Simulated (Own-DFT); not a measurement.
# Bulk modulus against bond length in tetrahedral crystals

Source: density functional calculations with Own-DFT, an unreviewed in-house program that is no longer used. Nothing was measured or relaxed, and spin and spin-orbit coupling are left out.

Limits (not all hold for every row): forces on such cells moved up to 12 meV/angstrom on a denser k mesh; forces not confirmed at this smearing and k mesh; k mesh not checked against a denser one; forces on such cells passed a denser k mesh, each cell not checked; stress not checked against mesh or cutoff.

All runs are PBE with PseudoDojo norm-conserving files; cutoff and k mesh are each material's own. Every cell starts from measured lattice constants and was given uniform random strains and small random moves of its atoms. Each triple is the change of volume in per cent, the rms move u in Å and the pressure in GPa.

- 3C SiC (C48Si48), 10.36 Å³/atom unstrained: (-2.70, 0.049, 12.70); (-2.19, 0.049, 11.05); (-0.78, 0.049, 7.44); (-0.07, 0.051, 6.64); (2.21, 0.051, 0.90); (2.63, 0.049, -0.40); (3.41, 0.048, -1.45)
- wurtzite AlN (Al36N36), 10.45 Å³/atom unstrained: (-2.41, 0.048, 11.71); (-1.85, 0.052, 10.91); (-1.47, 0.047, 9.18); (-1.13, 0.051, 8.53); (-0.90, 0.051, 7.79); (-0.53, 0.050, 6.81); (1.25, 0.050, 2.90)
- wurtzite GaN (Ga36N36), 11.42 Å³/atom unstrained: (-1.28, 0.050, 10.27); (0.45, 0.051, 6.70); (0.70, 0.051, 5.79); (0.75, 0.048, 6.03); (1.01, 0.048, 5.00); (2.41, 0.047, 2.25); (2.43, 0.052, 2.66)
- diamond silicon (Si64), 20.02 Å³/atom unstrained: withheld
- zincblende InP (In32P32), 25.27 Å³/atom unstrained: (-1.85, 0.047, 5.16); (-1.69, 0.052, 5.09); (-0.16, 0.048, 3.90); (-0.04, 0.052, 3.77); (1.15, 0.050, 2.87); (1.25, 0.051, 2.71); (1.90, 0.049, 2.44)
- grey tin (Sn64), 34.15 Å³/atom unstrained: (-3.70, 0.053, 5.96); (-0.84, 0.048, 4.02); (-0.34, 0.050, 3.83); (-0.14, 0.050, 3.76); (0.54, 0.050, 3.39); (1.00, 0.052, 3.33); (1.20, 0.055, 3.12)

## Analysis

Fit a line to each set against the fractional change of volume; B is minus its slope, and u is nearly the same within a set. To take it to zero pressure, assume that B rises by 4 GPa for each GPa: B0 = B - 4 x (mean pressure). The bond length of an ideal tetrahedral crystal with the unstrained volume v is d = (√3/4)(8 v)^(1/3). Cohen's empirical rule reads B0 = (1971 - 220 L) d^(-3.5) GPa, with L = 0 for group IV crystals and SiC and 1 for III-V compounds.

```
material,L,d (Å),B (GPa),mean P (GPa),B0 (GPa),rule (GPa)
3C SiC (C48Si48),0,1.888,233 ± 7,5.3,212 ± 7,213
wurtzite AlN (Al36N36),1,1.893,247 ± 11,8.3,214 ± 11,188
wurtzite GaN (Ga36N36),1,1.950,211 ± 8,5.5,189 ± 8,169
diamond silicon (Si64),0,2.352,?,?,?,99
zincblende InP (In32P32),1,2.541,76 ± 2,3.7,61 ± 2,67
grey tin (Sn64),0,2.810,57 ± 3,3.9,41 ± 3,53
```

A line through ln[B0/(1971 - 220 L)] against ln d has a slope of -4.3 ± 0.2 and a scatter of 8 %. Against the rule, B0 stands at 99 % for 3C SiC, 114 % for wurtzite AlN, 112 % for wurtzite GaN, 91 % for zincblende InP, 78 % for grey tin. PBE tends to make silicon and heavier crystals too soft, and the rule itself is only a guide.

## The run left out

Asked: what B0 does the fitted trend give for diamond silicon (Si64)?

From the line: 92 GPa. Its own runs give B = 106 ± 2 GPa at a mean pressure of 3.0 GPa, so B0 = 94 GPa.
